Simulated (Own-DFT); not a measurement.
Simulation results for Hf32O63 (monoclinic hafnia with one vacancy, atoms displaced)

A calculation, not a measurement: plane-wave density functional theory by an unreviewed code, no spin, of a simulated periodic cell, stress positive in tension, run twice, with PBE and with PBEsol, both on files made for PBE, so the change isn't that of files made for PBEsol, defect cell not probed for a lower state with spin; hafnium file: forces about 75 meV/angstrom off all-electron values; oxygen file: force components 24 meV/angstrom off all-electron in one glass; forces on such cells passed a denser k mesh, this cell's mesh not checked; the far tail of each file's local potential was reset to the Coulomb form; each entry is a single point on an unrelaxed cell, so the pressure reflects the starting lattice, mostly measured values (interpolated for alloys), from which strain is counted, and rises with the displacements; printed positions are rounded, which can move forces by about a meV/angstrom; the program, named Own-DFT, is a retired in-house code; no spin-orbit coupling; stress was not checked against mesh or cutoff. Program: Own-DFT development build.

```xyz
95
Lattice="10.2340 0.0000 0.0000 0.0000 10.3500 0.0000 -1.6955 0.0000 10.4453" Properties=species:S:1:pos:R:3:PBE_force_x:R:1:PBE_force_y:R:1:PBE_force_z:R:1:PBEsol_force_x:R:1:PBEsol_force_y:R:1:PBEsol_force_z:R:1 formula=Hf32O63 functional=PBE,then_PBEsol potential_files=PseudoDojo_norm-conserving,scalar-relativistic,standard_set wave_cutoff=72 occupations=Fermi-Dirac smearing_width=0.1 k_mesh=2_x_2_x_2_centred_on_Gamma PBE_pressure=5.15 PBE_stress_xx=-4.93 PBE_stress_yy=-5.1 PBE_stress_zz=-5.42 PBE_stress_yz=-0.03 PBE_stress_xz=-0.06 PBE_stress_xy=0.65 PBEsol_pressure=-1.24 PBEsol_stress_xx=1.48 PBEsol_stress_yy=1.25 PBEsol_stress_zz=0.99 PBEsol_stress_yz=-0.05 PBEsol_stress_xz=0.29 PBEsol_stress_xy=0.63 rms_change_of_force_components_from_PBE_to_PBEsol=0.05
Hf     1.1850     0.2607     1.0858      2.678     -2.573     -0.412      2.493     -2.528     -0.362
Hf     3.4760     2.7880     1.5112      -0.68      0.809     -0.278     -0.601       0.98     -0.133
Hf     2.9617     5.0076     4.1040      0.648      -0.52      0.336      0.619     -0.529      0.376
Hf     0.8609     2.3751     3.7348     -0.906      -0.46      0.449     -0.881     -0.503      0.433
O      0.1514     1.6613     1.7605     -2.565      2.962      1.389     -2.481      2.891      1.378
O      4.5969     4.3076     0.8793      0.622      0.375     -0.717      0.582      0.343     -0.742
O      4.2676     3.4849     3.3896     -1.404      0.586      0.235     -1.376      0.535      0.166
O     -0.3421     0.8506     4.4083     -0.209      0.312     -0.267     -0.185      0.301     -0.202
O      1.8532     4.0116     2.4818      0.417     -1.511      1.331      0.461     -1.474      1.295
O      2.3786     1.2752     2.7416      0.288      0.174     -0.358       0.22      0.162     -0.346
O      1.4752     3.8524     5.1641     -0.166     -0.426     -1.158     -0.097     -0.413     -1.127
Hf     0.3431     0.1722     6.3031      1.186     -0.364     -0.498       1.16     -0.317     -0.524
Hf     2.5713     2.8067     6.7073      0.735     -0.328      0.904      0.698     -0.276      0.904
Hf     2.2222     4.9441     9.3634     -0.522       0.15      0.938     -0.475      0.099      0.928
Hf    -0.1923     2.3355     8.8164      4.113      2.321      2.007      3.947      2.262      1.854
O     -0.7403     1.7404     7.0429     -1.316     -0.555     -1.651      -1.28     -0.526     -1.538
O      3.7929     4.3068     5.9852     -0.392     -0.579      0.072     -0.392     -0.533      0.021
O      3.3181     3.4677     8.6427      1.465     -0.885     -0.003      1.406     -0.867     -0.048
O     -1.1735     0.9712     9.6984     -2.202     -2.166     -0.122     -2.156     -2.121     -0.086
O      1.0701     3.8661     7.7252     -0.539      1.053     -0.207     -0.456      1.022      -0.23
O      1.9812     1.3187     5.3621     -0.301      0.218     -0.547     -0.362      0.234     -0.534
O      1.5457     1.2632     7.9766     -0.166     -0.576      0.375     -0.215     -0.563      0.357
O      0.5421     3.7997    10.3716      0.453     -0.294     -0.169      0.502     -0.267     -0.139
Hf     1.1225     5.3562     1.1651      2.293      1.976     -1.519      2.252      1.959     -1.524
Hf     3.4517     7.9805     1.6036       0.26     -1.344     -3.278      0.236     -1.253     -3.176
Hf     3.0846    10.1127     4.0092     -0.361      0.637      2.018     -0.375      0.568      1.991
Hf     0.7788     7.5791     3.6869     -0.174      0.816      1.331     -0.186      0.736      1.261
O      0.0314     7.0115     1.8655      1.566     -2.269     -1.005      1.526     -2.194     -0.926
O      4.5625     9.4782     0.8814      1.084      1.577      -0.78      1.057      1.547     -0.813
O      4.1648     8.5419     3.3792      1.013       0.58      2.156      0.976      0.556      2.045
O     -0.3097     6.0661     4.4475     -0.759     -0.588     -0.536     -0.722     -0.581      -0.48
O      2.0019     9.0985     2.4418     -1.753      1.133      0.819     -1.624      1.103      0.807
O      2.7744     6.5599     0.1640     -0.032     -1.206     -0.353     -0.099     -1.157     -0.358
O      2.3302     6.5093     2.7372      0.112     -0.992       0.37       0.05     -0.958      0.372
O      1.4931     9.0770     5.0651       0.14     -0.545     -0.202      0.192     -0.521     -0.205
Hf     0.3805     5.3498     6.3314     -0.572      0.469       0.08     -0.557      0.505      0.047
Hf     2.6630     7.9303     6.7567       -0.5       0.54     -0.254     -0.501      0.558     -0.215
Hf     2.2223    10.1763     9.3969     -1.292     -1.155     -0.334     -1.189     -1.254     -0.373
Hf     0.0723     7.4948     8.9479     -1.253        0.7      0.531     -1.205      0.642      0.498
O     -0.7350     6.8810     7.0487     -0.965      0.228     -0.048     -0.926      0.227      0.007
O      3.8176     9.4695     6.0234      0.155     -0.267     -0.226      0.165     -0.248     -0.258
O      3.3865     8.5481     8.6937      -0.95      0.965     -0.639     -0.921      0.926     -0.683
O     -1.2271     6.0151     9.7305     -0.611     -0.026     -0.749     -0.595     -0.059     -0.677
O      1.0572     9.0513     7.6523      0.093       0.25      0.602      0.147      0.224       0.58
O      1.9707     6.4660     5.3601      0.281      0.453     -0.013      0.232       0.42     -0.013
O      1.5142     6.4776     7.9256      1.015     -1.355      0.501      0.924     -1.299      0.494
O      0.5873     8.9965    10.3508      0.254      0.752     -0.981      0.318      0.722     -0.958
Hf     6.3098     0.2966     1.0798      0.965     -2.933      0.995      0.948     -2.843      0.962
Hf     8.6313     2.8122     1.5050     -0.866     -1.294      1.629     -0.861     -1.195      1.598
Hf     8.1136     5.0130     4.0859      1.095     -0.555      1.725      1.053     -0.614      1.713
Hf     5.9292     2.3865     3.6860      0.152      0.301      1.068      0.154      0.242      1.016
O      5.1951     1.6935     1.8702     -0.922      0.619     -0.882     -0.885      0.622     -0.814
O      9.7596     4.2503     0.8140     -0.772     -0.004     -0.239     -0.763      0.007     -0.269
O      9.3067     3.4557     3.4818      0.641     -0.389     -1.058      0.616     -0.382     -1.089
O      4.8062     0.8911     4.3648     -0.987     -1.493       0.51     -0.951     -1.467      0.522
O      6.9972     3.8868     2.5959      0.573      0.673     -1.292      0.618      0.667     -1.261
O      7.9390     1.3580     0.0553      0.381     -0.239      0.399      0.307     -0.234      0.374
O      7.4772     1.2207     2.7696      0.447      0.776     -1.375       0.36      0.756     -1.321
O      6.6417     3.8276     5.1419     -0.589      0.197     -0.298     -0.508      0.194     -0.295
Hf     5.5397     0.1144     6.3238     -1.425      1.591     -1.148     -1.396      1.581     -1.153
Hf     7.6860     2.7657     6.7459      0.413      1.486     -1.627      0.388      1.516     -1.557
Hf     7.2527     4.9318     9.3787      0.556      1.149     -0.641      0.553      1.088     -0.595
Hf     5.1004     2.3087     8.8930     -1.076      1.845     -0.559     -1.042      1.747     -0.567
O      4.3236     1.7200     7.0017      1.022      -0.65      0.434      1.009      -0.62      0.488
O      8.8826     4.3063     6.0265      0.158     -0.173      0.128      0.154     -0.155      0.084
O      8.4261     3.4745     8.5653     -0.277      0.366      0.862     -0.282      0.318      0.796
O      3.9324     0.8973     9.6639     -0.663     -0.277     -0.205     -0.639     -0.293     -0.149
O      6.1827     3.9200     7.7345     -0.662      0.196      0.351      -0.57      0.172      0.341
O      7.0369     1.3402     5.2903      0.343     -0.417      0.991      0.279     -0.422      0.955
O      6.7012     1.2524     7.9357     -0.229     -0.615     -0.132     -0.283     -0.586     -0.118
O      7.3927     3.7920     0.0031      0.476      0.194     -0.948      0.547      0.204      -0.91
Hf     6.4411     5.3798     1.1535     -2.422      0.451     -0.855     -2.329      0.498     -0.836
Hf     8.6308     7.9435     1.4417     -2.672      1.963      1.399     -2.615      1.959      1.403
Hf     8.0449    10.1654     4.1321      1.624      -1.45     -0.851      1.569     -1.443     -0.805
Hf     5.8714     7.5113     3.7720      1.148       0.35      -2.13      1.109      0.305     -2.115
O      5.2436     6.9157     1.8026     -0.273     -0.585      0.409     -0.251     -0.559      0.471
O      9.6966     9.4732     0.7770      0.606       0.99     -0.912      0.588      0.976     -0.943
O      9.2840     8.6078     3.4010     -0.371       0.83      0.406     -0.353      0.781      0.339
O      4.6818     6.0574     4.4700      0.456      0.251     -0.792      0.458      0.232     -0.724
O      6.9664     9.0527     2.4055      0.061      0.599      1.106      0.114      0.592      1.075
O      7.9333     6.4854     0.1625      0.218     -0.774     -1.254      0.158     -0.767     -1.201
O      7.5081     6.4262     2.6293      0.241     -0.493       1.68      0.171     -0.503      1.622
O      6.5735     8.9697     5.0922     -0.601      0.617      0.682     -0.538      0.624      0.667
Hf     5.4710     5.3649     6.2575      0.975     -0.898      0.624      0.925     -0.822      0.576
Hf     7.7024     7.9713     6.8533      1.707     -0.955     -1.889      1.652     -0.912      -1.79
Hf     7.3025    10.1559     9.3272      0.345     -1.463       1.48      0.323     -1.475      1.484
Hf     5.1353     7.5707     8.8789     -1.631      -1.08       2.32     -1.581     -1.069      2.246
O      4.3803     6.7911     7.0051     -1.075       1.54        0.4     -1.038      1.519      0.422
O      8.8220     9.5267     6.0176      0.061     -0.004      0.652      0.065      0.023      0.588
O      8.4579     8.5523     8.6147     -0.018      1.559      1.285     -0.048      1.505      1.183
O      3.8978     6.0526     9.5846      0.552     -0.493      0.683       0.53     -0.495      0.699
O      6.0721     9.0358     7.7745      0.877      1.729     -0.874      0.915      1.668     -0.857
O      7.1007     6.5137     5.3725     -0.438     -0.398     -0.827     -0.498     -0.402     -0.818
O      6.6726     6.5448     7.9592      0.417     -2.149      0.528      0.353     -2.058      0.512
O      5.6251     9.0058    10.3527      1.178      0.455     -1.101      1.208      0.439     -1.092
```

Units: wave_cutoff in hartree; smearing_width in eV; PBE_pressure, PBE_stress_xx, PBE_stress_yy, PBE_stress_zz, PBE_stress_yz, PBE_stress_xz, PBE_stress_xy, PBEsol_pressure, PBEsol_stress_xx, PBEsol_stress_yy, PBEsol_stress_zz, PBEsol_stress_yz, PBEsol_stress_xz, PBEsol_stress_xy in GPa; rms_change_of_force_components_from_PBE_to_PBEsol, PBE_force_x, PBE_force_y, PBE_force_z, PBEsol_force_x, PBEsol_force_y, PBEsol_force_z in eV/Å.
